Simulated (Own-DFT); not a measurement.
# Stretching a layer in its plane: wurtzite AlGaN with randomly placed atoms, 72 atoms (Al9Ga27N36)

The numbers are computed, not measured, by runs of the plane-wave DFT program Own-DFT (in-house, retired, unreviewed) at fixed positions, with no spin and no spin-orbit coupling.

Common settings: PBE; PseudoDojo norm-conserving scalar-relativistic files (stringent for Ga); cutoff 96 hartree; 4 x 4 x 3 k mesh centred on Gamma; Gaussian smearing of 0.01 eV.

Known weak points: forces on such cells passed a denser k mesh, each cell not checked; stress not checked against mesh or cutoff.

Unstrained cell vectors in Å: (9.509, 0.000, 0.000); (-4.755, 8.235, 0.000); (0.000, 0.000, 10.268). The unstrained cell has measured lattice constants (interpolated for alloys), not those of this functional. That, the random moves and any unrelaxed bonds set the pressure at no strain. Each run strains x and y alike by e, as a substrate would, and holds the height along z. All atoms carry random offsets, Gaussian with a width of 0.05 Å per axis. The random placing of the alloy's atoms differs from row to row. Stress is positive in tension.

| e (%) | u (Å) | (s_xx + s_yy)/2 (GPa) | s_zz (GPa) |
|---|---|---|---|
| -3.00 | 0.048 | -25.03 | -14.01 |
| -2.75 | 0.051 | ? | ? |
| -2.50 | 0.052 | -23.76 | -11.34 |
| -0.75 | 0.054 | -12.04 | -8.46 |
| -0.50 | 0.047 | -8.89 | -7.78 |
| 0.25 | 0.053 | -6.34 | -7.35 |
| 0.50 | 0.050 | -4.32 | -7.68 |
| 1.25 | 0.048 | -1.11 | -3.35 |
| 2.50 | 0.052 | 5.13 | -4.27 |
| 3.00 | 0.050 | 7.39 | -3.75 |

## Worked fit

With e as a fraction, the in-plane stress is -7.3 + 553 e - 2181 e² GPa (errors 15 and 780, scatter 0.86), and s_zz is -7.7 + 164 e GPa (slope ± 21, scatter 1.21). At e = 0 the first slope is C11 + C12 and the second 2 C13, both with the ions held to the strained lattice and at the cell's own pressure. A free layer would change its height as e changes, and the in-plane slope would drop by 2 C13²/C33 to the biaxial modulus. At fixed height, a misfit of 1 % moves the in-plane stress by about 5.5 GPa and s_zz by 1.6 GPa.

## The run left out

The question: what are the two stresses at e = -2.75 %?

The fitted form gives -24.2 and -12.2 GPa. The run itself gave -22.80 and -14.27 GPa.
